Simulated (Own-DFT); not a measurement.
Si₃N₄ (beta silicon nitride, atoms displaced) (calculated)

All values are calculated (Own-DFT development build). A calculation, not a measurement: plane-wave PBE density functional theory by an unreviewed code, no spin, of a simulated periodic cell, stress positive in tension, free energy of the whole cell less one offset for each atom, some atoms lie very close together; forces on such cells moved up to 12 meV/angstrom on a denser k mesh; offsets are fitted by least squares, one for each functional and potential file, so energies compare only between cells with the same atoms and settings and are not formation energies; the far tail of each file's local potential was reset to the Coulomb form; each entry is a single point on an unrelaxed cell, so the pressure reflects the starting lattice, mostly measured values (interpolated for alloys), from which strain is counted, and rises with the displacements; printed positions are rounded, which can move forces by about a meV/angstrom; the program, named Own-DFT, is a retired in-house code; no spin-orbit coupling; before rounding, a Quantum ESPRESSO 7.3.1 run of the same cell and cutoff gave forces within 1 meV/angstrom rms on each cell, which checks the program and not the settings.

Settings shared by all entries: functional PBE; potential files PseudoDojo norm-conserving, scalar-relativistic, standard set; wave cutoff 42 hartree; occupations Fermi-Dirac; smearing width 0.1 eV; k mesh 2 x 2 x 4 centred on Gamma.

```json
{"entry": 1, "formula": "Si3N4", "kind": "beta silicon nitride, atoms displaced", "structure": {"cell_angstrom": [[15.212, 0.0, 0.0], [-7.606, 13.174, 0.0], [0.0, 0.0, 5.818]], "atoms_fractional": [["Si", 0.06701, 0.36668, 0.16109], ["Si", 0.11157, 0.193, 0.13328], ["Si", 0.29706, 0.42062, 0.13398], ["Si", 0.41352, 0.10483, 0.40026], ["Si", 0.39473, 0.29656, 0.36095], ["Si", 0.20378, 0.09861, 0.37901], ["N", 0.16865, 0.01054, 0.12381], ["N", 0.47702, 0.15209, 0.10022], ["N", 0.3593, 0.36053, 0.12802], ["N", 0.33863, 0.47922, 0.39199], ["N", 0.01865, 0.34721, 0.39108], ["N", 0.14838, 0.17497, 0.3632], ["N", 0.16141, 0.31975, 0.13432], ["N", 0.33393, 0.15052, 0.36016], ["Si", 0.07434, 0.38746, 0.63659], ["Si", 0.114, 0.20288, 0.62556], ["Si", 0.29584, 0.41024, 0.61545], ["Si", 0.40984, 0.1255, 0.90124], ["Si", 0.38062, 0.29277, 0.89153], ["Si", 0.18487, 0.0777, 0.91839], ["N", 0.1698, 0.01788, 0.61114], ["N", 0.48774, 0.15398, 0.62097], ["N", 0.353, 0.33046, 0.621], ["N", 0.33198, 0.48322, 0.85521], ["N", 0.01053, 0.3521, 0.86253], ["N", 0.14696, 0.16901, 0.85492], ["N", 0.18015, 0.33779, 0.59778], ["N", 0.33519, 0.16977, 0.86892], ["Si", 0.08417, 0.88164, 0.10926], ["Si", 0.10683, 0.70021, 0.13419], ["Si", 0.30585, 0.91685, 0.1165], ["Si", 0.4215, 0.61901, 0.39101], ["Si", 0.38384, 0.80879, 0.3692], ["Si", 0.20562, 0.58976, 0.36404], ["N", 0.16623, 0.51938, 0.17112], ["N", 0.4887, 0.66336, 0.11829], ["N", 0.3602, 0.83705, 0.11765], ["N", 0.32912, 0.99109, 0.43046], ["N", 0.00852, 0.83692, 0.39615], ["N", 0.15486, 0.66222, 0.36617], ["N", 0.16673, 0.83404, 0.13799], ["N", 0.34306, 0.68409, 0.35712], ["Si", 0.08521, 0.88586, 0.61117], ["Si", 0.12015, 0.69758, 0.61133], ["Si", 0.29532, 0.91682, 0.62453], ["Si", 0.4213, 0.61881, 0.88029], ["Si", 0.38204, 0.79581, 0.87178], ["Si", 0.20286, 0.58959, 0.86497], ["N", 0.15316, 0.51302, 0.63891], ["N", 0.48036, 0.64527, 0.66148], ["N", 0.35552, 0.82944, 0.63242], ["N", 0.33662, 0.9889, 0.88123], ["N", 0.00917, 0.85228, 0.87906], ["N", 0.13761, 0.65804, 0.87112], ["N", 0.16894, 0.82537, 0.64275], ["N", 0.33005, 0.67285, 0.87204], ["Si", 0.59147, 0.38681, 0.12197], ["Si", 0.62447, 0.21407, 0.11459], ["Si", 0.79109, 0.41549, 0.10729], ["Si", 0.90853, 0.10881, 0.3614], ["Si", 0.87492, 0.29269, 0.3754], ["Si", 0.70265, 0.10172, 0.37872], ["N", 0.66114, 0.00284, 0.10746], ["N", 0.98177, 0.1452, 0.12413], ["N", 0.84479, 0.33272, 0.13487], ["N", 0.83513, 0.48256, 0.36421], ["N", 0.51142, 0.34487, 0.35557], ["N", 0.64551, 0.16504, 0.37602], ["N", 0.67297, 0.3406, 0.13723], ["N", 0.83745, 0.17285, 0.36201], ["Si", 0.59828, 0.39047, 0.61494], ["Si", 0.59241, 0.19723, 0.64362], ["Si", 0.78843, 0.40051, 0.62551], ["Si", 0.91218, 0.10762, 0.86229], ["Si", 0.88361, 0.30421, 0.87295], ["Si", 0.70139, 0.09269, 0.85019], ["N", 0.66283, 0.01838, 0.62781], ["N", 0.97554, 0.14405, 0.61683], ["N", 0.84509, 0.33678, 0.61081], ["N", 0.82786, 0.47972, 0.8666], ["N", 0.51556, 0.36371, 0.88546], ["N", 0.64997, 0.16654, 0.85624], ["N", 0.66936, 0.3354, 0.62815], ["N", 0.83082, 0.16558, 0.85985], ["Si", 0.58477, 0.88209, 0.10407], ["Si", 0.61858, 0.70698, 0.10887], ["Si", 0.7923, 0.91713, 0.12271], ["Si", 0.89813, 0.61103, 0.37272], ["Si", 0.87556, 0.79507, 0.35119], ["Si", 0.71544, 0.58979, 0.36418], ["N", 0.67208, 0.52801, 0.12178], ["N", 0.98942, 0.66042, 0.12114], ["N", 0.85629, 0.82273, 0.12688], ["N", 0.83721, 0.98381, 0.39624], ["N", 0.51162, 0.84108, 0.36318], ["N", 0.63784, 0.65966, 0.36997], ["N", 0.6693, 0.83352, 0.12334], ["N", 0.83389, 0.67397, 0.39854], ["Si", 0.58427, 0.88285, 0.6225], ["Si", 0.6341, 0.70116, 0.60009], ["Si", 0.80064, 0.91791, 0.6224], ["Si", 0.90784, 0.61004, 0.86466], ["Si", 0.87618, 0.80573, 0.84893], ["Si", 0.69664, 0.58741, 0.88934], ["N", 0.66073, 0.51675, 0.61119], ["N", 0.98801, 0.64634, 0.62834], ["N", 0.8442, 0.84455, 0.62729], ["N", 0.83081, 0.98077, 0.89228], ["N", 0.5077, 0.85154, 0.89371], ["N", 0.64583, 0.65846, 0.87155], ["N", 0.65937, 0.82941, 0.64036], ["N", 0.83585, 0.67335, 0.88075]]}, "results": {"free_energy_of_cell_above_offsets [eV]": "25.288", "pressure [GPa]": 16.36, "stress_xx [GPa]": -13.9, "stress_yy [GPa]": -13.97, "stress_zz [GPa]": -21.2, "stress_yz [GPa]": 1.75, "stress_xz [GPa]": -3.74, "stress_xy [GPa]": -1.62, "force_element": ["Si", "Si", "Si", "Si", "Si", "Si", "N", "N", "N", "N", "N", "N", "N", "N", "Si", "Si", "Si", "Si", "Si", "Si", "N", "N", "N", "N", "N", "N", "N", "N", "Si", "Si", "Si", "Si", "Si", "Si", "N", "N", "N", "N", "N", "N", "N", "N", "Si", "Si", "Si", "Si", "Si", "Si", "N", "N", "N", "N", "N", "N", "N", "N", "Si", "Si", "Si", "Si", "Si", "Si", "N", "N", "N", "N", "N", "N", "N", "N", "Si", "Si", "Si", "Si", "Si", "Si", "N", "N", "N", "N", "N", "N", "N", "N", "Si", "Si", "Si", "Si", "Si", "Si", "N", "N", "N", "N", "N", "N", "N", "N", "Si", "Si", "Si", "Si", "Si", "Si", "N", "N", "N", "N", "N", "N", "N", "N"], "force_x [eV/angstrom]": [9.123, -4.015, -3.687, -1.746, -8.705, 2.437, -0.769, 10.01, 6.566, -0.212, -8.388, 5.645, -2.833, -2.888, 7.584, -2.571, 5.109, -3.574, -2.164, 1.574, -1.645, -14.96, 0.59, -0.329, -2.101, 2.652, -8.569, -4.342, 0.601, 6.058, -1.829, -3.024, 4.274, 3.913, -0.391, 1.683, -5.772, 1.368, -1.978, -3.916, 1.019, 0.42, 2.751, -1.626, 1.286, -7.755, 1.397, -0.487, 0.697, 6.372, -5.365, 0.064, -0.002, 1.46, -2.103, 2.068, -2.787, -1.219, 5.159, -1.049, 2.188, 4.281, 0.46, -0.19, -0.941, -1.466, 8.354, -4.489, -3.57, -0.543, -5.331, 18.96, 0.997, -2.767, -0.027, 2.332, -0.002, 3.023, 3.412, 0.081, 2.97, -2.512, -3.916, 0.765, 0.123, -1.799, 0.983, 6.542, 6.748, -5.09, 0.763, -7.313, -9.021, -0.546, 1.535, 5.363, -0.109, 0.352, -1.98, -8.06, -7.195, 1.388, 6.011, 4.033, 1.114, -2.911, 3.716, 1.085, 1.966, -1.039, 3.473, -1.276], "force_y [eV/angstrom]": [5.278, 4.163, -0.541, 4.31, -1.962, -2.203, -1.974, 3.641, -6.462, 6.348, -4.023, -4.609, 3.539, 4.993, 2.672, 4.133, 0.376, -6.033, 5.029, 5.67, -0.395, -6.161, -0.607, 1.759, -1.77, -3.644, -5.859, -1.456, -2.15, 1.514, -2.576, 0.733, -2.778, 6.125, -10.19, -0.983, 4.01, -0.617, 0.719, 2.673, 0.957, -6.212, -0.38, 0.074, -7.856, -3.536, -0.781, 0.195, 0.965, 3.24, 4.567, 1.357, 1.091, -0.156, 2.801, -4.055, 1.037, -3.795, 1.501, 2.514, 2.337, -6.548, 8.128, -0.757, 1.026, -0.47, 3.689, 3.073, -2.501, -3.757, -1.278, 7.842, 6.549, 2.244, -3.245, -2.528, -1.057, 1.16, -2.023, 0.808, -0.465, 2.21, -4.39, 1.458, -2.169, -1.034, -2.518, 2.82, 0.292, -0.682, -6.389, -4.34, 5.967, 1.058, 2.539, -3.045, -0.234, -1.697, -0.773, 4.131, -1.195, 3.812, -3.503, 2.03, 1.492, -1.427, -3.81, 2.111, 0.292, 2.012, 0.837, -2.3], "force_z [eV/angstrom]": [-10.57, -7.213, -2.372, -4.802, 1.917, 0.907, 6.58, 11.74, -0.363, -4.055, 5.199, 5.72, -0.854, -0.144, -1.981, -2.925, 3.706, -9.144, -2.205, -12.16, 2.595, 1.453, -0.14, 4.023, 6.914, 5.775, 1.483, 0.772, 3.299, -1.718, 1.704, -0.067, 2.001, 9.334, -12.63, 2.934, 0.198, -9.668, -4.608, -0.011, -0.31, 1.049, 3.443, 1.581, 8.289, 4.654, 0.775, 3.685, -2.017, -10.49, -2.591, -0.522, -2.825, 1.846, -0.938, 0.06, -0.473, 0.793, 3.114, 1.364, 0.123, -1.511, 0.722, -1.467, -2.69, 0.613, 1.634, -0.613, -0.424, 0.002, 0.966, -1.178, -1.777, 2.171, -0.13, 4.589, -3.69, -0.707, 2.008, -1.295, -1.832, 2.203, 0.209, 0.365, 4.828, 1.038, 4.358, 0.755, 11.73, 2.6, 2.967, 0.563, -9.787, -5.932, 1.32, -7.972, -0.029, 0.032, -0.526, 9.66, 4.162, 0.395, 4.195, -6.197, 0.696, -1.942, -3.927, -4.146, -5.504, -0.873, -0.903, -0.965]}}
{"entry": 2, "formula": "Si3N4", "kind": "beta silicon nitride, atoms displaced", "structure": {"cell_angstrom": [[15.212, 0.0, 0.0], [-7.606, 13.174, 0.0], [0.0, 0.0, 5.818]], "atoms_fractional": [["Si", 0.08976, 0.40114, 0.12786], ["Si", 0.11065, 0.20154, 0.11537], ["Si", 0.29966, 0.4113, 0.13329], ["Si", 0.42281, 0.11979, 0.36918], ["Si", 0.37883, 0.2868, 0.35158], ["Si", 0.20806, 0.08918, 0.36069], ["N", 0.1671, 0.02267, 0.14043], ["N", 0.49118, 0.14473, 0.14575], ["N", 0.32148, 0.31553, 0.15119], ["N", 0.34371, 0.49181, 0.39144], ["N", 0.00882, 0.3559, 0.38056], ["N", 0.15764, 0.16483, 0.373], ["N", 0.16125, 0.32542, 0.12224], ["N", 0.32812, 0.17172, 0.41664], ["Si", 0.08724, 0.3869, 0.62862], ["Si", 0.11644, 0.20814, 0.60462], ["Si", 0.28663, 0.40836, 0.62776], ["Si", 0.42862, 0.1192, 0.86965], ["Si", 0.3832, 0.29709, 0.89237], ["Si", 0.19421, 0.07056, 0.85022], ["N", 0.1711, 0.0231, 0.61201], ["N", 0.48953, 0.1527, 0.64636], ["N", 0.34857, 0.32877, 0.63953], ["N", 0.33879, 0.47815, 0.87028], ["N", 0.01252, 0.34757, 0.85366], ["N", 0.14849, 0.15602, 0.85105], ["N", 0.18032, 0.33555, 0.6], ["N", 0.34689, 0.17587, 0.85316], ["Si", 0.0873, 0.88214, 0.15287], ["Si", 0.11992, 0.70017, 0.11239], ["Si", 0.30107, 0.90736, 0.12659], ["Si", 0.40514, 0.60766, 0.34972], ["Si", 0.38584, 0.8003, 0.35363], ["Si", 0.20541, 0.59396, 0.38304], ["N", 0.15745, 0.4955, 0.09043], ["N", 0.48488, 0.64935, 0.13271], ["N", 0.34835, 0.8256, 0.13537], ["N", 0.33442, 0.9828, 0.38216], ["N", 0.01759, 0.84494, 0.38041], ["N", 0.16464, 0.67182, 0.40705], ["N", 0.17168, 0.83036, 0.11731], ["N", 0.34026, 0.66895, 0.39825], ["Si", 0.08165, 0.88238, 0.61659], ["Si", 0.12238, 0.70692, 0.59032], ["Si", 0.3056, 0.91289, 0.63331], ["Si", 0.41877, 0.62424, 0.90086], ["Si", 0.38655, 0.80019, 0.91495], ["Si", 0.2139, 0.58587, 0.89036], ["N", 0.1621, 0.51022, 0.63429], ["N", 0.46999, 0.64409, 0.63589], ["N", 0.35268, 0.83036, 0.62747], ["N", 0.34331, 0.99997, 0.86052], ["N", 0.0184, 0.85748, 0.8468], ["N", 0.14935, 0.67632, 0.87822], ["N", 0.16658, 0.82632, 0.63286], ["N", 0.33028, 0.66323, 0.88788], ["Si", 0.5872, 0.38647, 0.09818], ["Si", 0.62064, 0.21118, 0.14691], ["Si", 0.80211, 0.41504, 0.12212], ["Si", 0.90888, 0.11076, 0.3494], ["Si", 0.88803, 0.29677, 0.36906], ["Si", 0.71207, 0.09843, 0.35565], ["N", 0.66476, 0.02398, 0.11631], ["N", 0.98801, 0.15923, 0.1213], ["N", 0.8449, 0.3402, 0.12644], ["N", 0.83571, 0.48911, 0.37686], ["N", 0.51231, 0.35011, 0.40151], ["N", 0.64603, 0.15956, 0.36913], ["N", 0.66912, 0.32224, 0.09775], ["N", 0.84067, 0.17242, 0.35813], ["Si", 0.58521, 0.37551, 0.61519], ["Si", 0.60514, 0.19558, 0.61794], ["Si", 0.79992, 0.41281, 0.62468], ["Si", 0.91606, 0.11476, 0.89008], ["Si", 0.88307, 0.30526, 0.89445], ["Si", 0.69473, 0.07806, 0.88479], ["N", 0.67393, 0.02264, 0.61171], ["N", 0.98214, 0.14495, 0.58859], ["N", 0.83628, 0.31867, 0.61282], ["N", 0.83071, 0.47095, 0.86892], ["N", 0.52065, 0.35496, 0.87008], ["N", 0.65933, 0.1747, 0.87631], ["N", 0.68391, 0.33179, 0.60062], ["N", 0.83954, 0.17584, 0.87783], ["Si", 0.58639, 0.88811, 0.11953], ["Si", 0.61218, 0.70562, 0.16623], ["Si", 0.78295, 0.90274, 0.14722], ["Si", 0.9084, 0.60675, 0.37602], ["Si", 0.88985, 0.81511, 0.37308], ["Si", 0.70444, 0.59621, 0.40854], ["N", 0.66265, 0.51862, 0.11], ["N", 0.99421, 0.65421, 0.09467], ["N", 0.86679, 0.83976, 0.12886], ["N", 0.83431, 0.99083, 0.38596], ["N", 0.50866, 0.84041, 0.34787], ["N", 0.64966, 0.66174, 0.39328], ["N", 0.65583, 0.83431, 0.16248], ["N", 0.82304, 0.6709, 0.36327], ["Si", 0.59356, 0.88867, 0.61573], ["Si", 0.59883, 0.69082, 0.60727], ["Si", 0.80002, 0.92287, 0.61679], ["Si", 0.93022, 0.61821, 0.87986], ["Si", 0.8907, 0.81296, 0.88159], ["Si", 0.69467, 0.58565, 0.8764], ["N", 0.6526, 0.51221, 0.59349], ["N", 0.98706, 0.65977, 0.6319], ["N", 0.85478, 0.83427, 0.59335], ["N", 0.83, 0.986, 0.89462], ["N", 0.51458, 0.85172, 0.89491], ["N", 0.6548, 0.67308, 0.87726], ["N", 0.65881, 0.82465, 0.60822], ["N", 0.83565, 0.66454, 0.89122]]}, "results": {"free_energy_of_cell_above_offsets [eV]": "32.931", "pressure [GPa]": 17.76, "stress_xx [GPa]": -12.98, "stress_yy [GPa]": -20.14, "stress_zz [GPa]": -20.14, "stress_yz [GPa]": 2.28, "stress_xz [GPa]": 1.76, "stress_xy [GPa]": -4.59, "force_element": ["Si", "Si", "Si", "Si", "Si", "Si", "N", "N", "N", "N", "N", "N", "N", "N", "Si", "Si", "Si", "Si", "Si", "Si", "N", "N", "N", "N", "N", "N", "N", "N", "Si", "Si", "Si", "Si", "Si", "Si", "N", "N", "N", "N", "N", "N", "N", "N", "Si", "Si", "Si", "Si", "Si", "Si", "N", "N", "N", "N", "N", "N", "N", "N", "Si", "Si", "Si", "Si", "Si", "Si", "N", "N", "N", "N", "N", "N", "N", "N", "Si", "Si", "Si", "Si", "Si", "Si", "N", "N", "N", "N", "N", "N", "N", "N", "Si", "Si", "Si", "Si", "Si", "Si", "N", "N", "N", "N", "N", "N", "N", "N", "Si", "Si", "Si", "Si", "Si", "Si", "N", "N", "N", "N", "N", "N", "N", "N"], "force_x [eV/angstrom]": [-5.982, 6.162, -3.137, -5.546, -0.067, -1.124, 0.33, 0.131, 3.789, -0.994, 5.498, -4.09, -1.485, 6.27, 0.546, 2.514, 13.9, -6.515, -1.106, 0.522, 0.195, -1.2, -1.861, -0.77, -0.476, -2.844, -13.91, 0.801, 2.878, -1.934, -2.805, -0.121, 3.401, 4.856, 6.734, 1.49, -7.057, 1.198, -2.81, 2.03, -1.325, -3.578, 6.338, -7.179, -2.267, -1.443, 2.756, -6.314, 0.869, 2.625, 0.361, 0.394, -1.493, 6.799, -0.792, 3.566, 3.128, 2.442, -5.32, 0.631, -4.781, -0.191, 0.486, -0.948, 5.872, 0.244, -1.731, -0.284, -3.584, -0.683, 3.272, 10.18, 3.464, -2.949, 0.958, 0.975, -0.356, 0.763, 1.247, 1.004, -2.206, -1.096, -9.322, 0.09, -0.632, 2.622, 2.727, -2.104, 7.778, 3.189, -0.198, 2.133, -7.532, -0.761, 1.74, -4.866, 3.539, 5.694, -1.995, 0.153, -0.077, -9.607, 2.897, 3.027, 0.528, 2.289, -7.249, 0.232, -0.051, -2.686, 1.189, -0.002], "force_y [eV/angstrom]": [-34.84, -1.377, 0.041, -1.671, 5.293, 3.024, -6.622, 0.623, 0.512, -7.148, 3.421, 1.177, 5.013, -5.519, -2.818, -3.942, 6.959, 1.934, 0.356, 7.811, -7.927, -0.123, 2.085, 3.011, 0.797, 1.139, -6.825, -4.263, 2.4, 2.484, 3.766, 4.458, -3.378, -3.812, 33.5, 0.962, 3.718, 0.587, -1.116, -2.044, 1.283, -0.578, 2.567, 0.92, -0.443, -4.619, -3.09, -2.251, 4.723, 1.549, 0.769, -7.326, -0.104, -4.385, 5.911, 4.481, 1.497, -7.968, 0.437, 5.084, 0.254, -0.234, -6.661, -2.045, -2.957, -4.572, -2.091, -0.073, 11.81, -2.571, 2.82, 4.338, -1.144, 2.56, -2.827, 9.368, -2.776, 0.636, 2.358, 6.22, -1.842, -2.589, -3.356, -3.616, 2.461, -1.201, 2.951, 8.102, -8.143, -2.381, -2.651, 0.617, 4.669, -3.891, 2.589, 2.926, -0.965, 2.381, -0.809, 1.414, -4.208, -3.707, -6.253, 1.913, -3.067, -0.759, 5.113, -2.653, 0.083, 0.945, 2.453, 0.967], "force_z [eV/angstrom]": [3.742, -0.102, -0.655, 4.436, 6.202, 4.453, -6.427, -3.881, -3.266, -2.104, -1.358, -1.696, 0.111, -1.85, -1.966, 0.439, 1.469, 7.147, -2.736, 7.355, -5.236, -7.724, -1.572, 3.449, 4.22, 1.642, -0.602, 2.377, -5.834, 4.179, 0.021, 5.624, 10.91, 1.68, -1.259, 1.043, -1.505, -1.554, -1.188, -10.76, 1.146, -2.089, 0.396, 11.54, -0.496, -5.362, -10.79, -3.216, -1.319, -2.091, 1.186, 2.174, 6.732, -5.455, -0.685, 1.356, 5.651, -3.121, 0.906, 1.962, 1.544, 2.304, 5.798, 0.262, 2.331, -0.922, -7.821, 2.101, 0.073, -0.472, 2.01, 1.812, -1.896, -4.969, -5.419, -7.777, 0.188, 3.673, 1.12, 1.163, -1.306, -0.023, -0.281, 0.624, 2.281, -5.027, -1.897, 0.001, -3.448, -6.297, 3.551, 10.57, -1.464, -3.737, 2.959, -2.424, -1.054, 0.489, -0.535, 6.574, 4.251, -5.592, -5.692, -2.155, 6.811, -5.046, 11.53, -0.621, -4.443, 0.728, 0.916, -0.991]}}
```
